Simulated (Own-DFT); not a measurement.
# Point defects and the pressure they add: zincblende GaAs

Source: density functional calculations with Own-DFT, an unreviewed in-house program that is no longer used. Nothing was measured or relaxed, and spin and spin-orbit coupling are left out.

Common settings: PBE; PseudoDojo norm-conserving scalar-relativistic files; cutoff 42 hartree; 3 x 3 x 3 k mesh centred on Gamma; Fermi-Dirac smearing of 0.1 eV.

Known weak points (not all hold for every row): not probed for a lower state with spin; forces on such cells failed a check on a denser k mesh; forces not confirmed at this smearing and k mesh; forces on such cells passed a denser k mesh, each cell not checked; stress not checked against mesh or cutoff.

All runs share one cell, with vectors in Å (11.307, 0.000, 0.000); (0.000, 11.307, 0.000); (0.000, 0.000, 11.307) and a volume of 1445.4 Å³. u is the rms random offset of the atoms per axis. The defect's site can differ from row to row.

```
                    cell     formula   u (Å)  P (GPa)
               no defect    As32Ga32  0.0210     3.52
               no defect    As32Ga32  0.0457     3.82
               no defect    As32Ga32  0.0461     3.87
     one P on an As site   As31Ga32P  0.0298     3.36
     one P on an As site   As31Ga32P  0.0302     3.35
     one P on an As site   As31Ga32P  0.0305     3.34
        two As vacancies    As30Ga32  0.0283     3.18
        two As vacancies    As30Ga32  0.0290     3.15
        two As vacancies    As30Ga32  0.0498     3.59
two As on a Ga site each    As34Ga30  0.0283     4.78
two As on a Ga site each    As34Ga30  0.0283        ?
two As on a Ga site each    As34Ga30  0.0284     4.76
two As on a Ga site each    As34Ga30  0.0301     4.75
     one In on a Ga site  As32Ga31In  0.0277     4.26
     one In on a Ga site  As32Ga31In  0.0304     4.28
     one In on a Ga site  As32Ga31In  0.0543     4.73
```

## Worked fit

P = P0 + c u² + a shift for each defect gives P0 = 3.39 GPa, c = 221 ± 11 GPa/Å² and a scatter of 0.03 GPa. The shifts, and each times the cell's volume:

- two As on a Ga site each: 1.18 ± 0.02 GPa, 10.7 eV (5.3 eV for each of its 2 sites)
- one In on a Ga site: 0.69 ± 0.02 GPa, 6.2 eV
- one P on an As site: -0.25 ± 0.02 GPa, -2.2 eV
- two As vacancies: -0.39 ± 0.02 GPa, -3.5 eV (-1.8 eV for each of its 2 sites)

Against the defect-free cell, a freed cell would be larger where the shift is positive and smaller where it is negative (160.2 GPa Å³ is 1 eV). The atoms around the defects weren't relaxed, which would change these numbers.

## Test on the hidden row

Question: what pressure belongs in the blank (two As on a Ga site each, u = 0.0283 Å)?

The fit gives 4.76 ± 0.03 GPa. DFT gave 4.79 GPa.
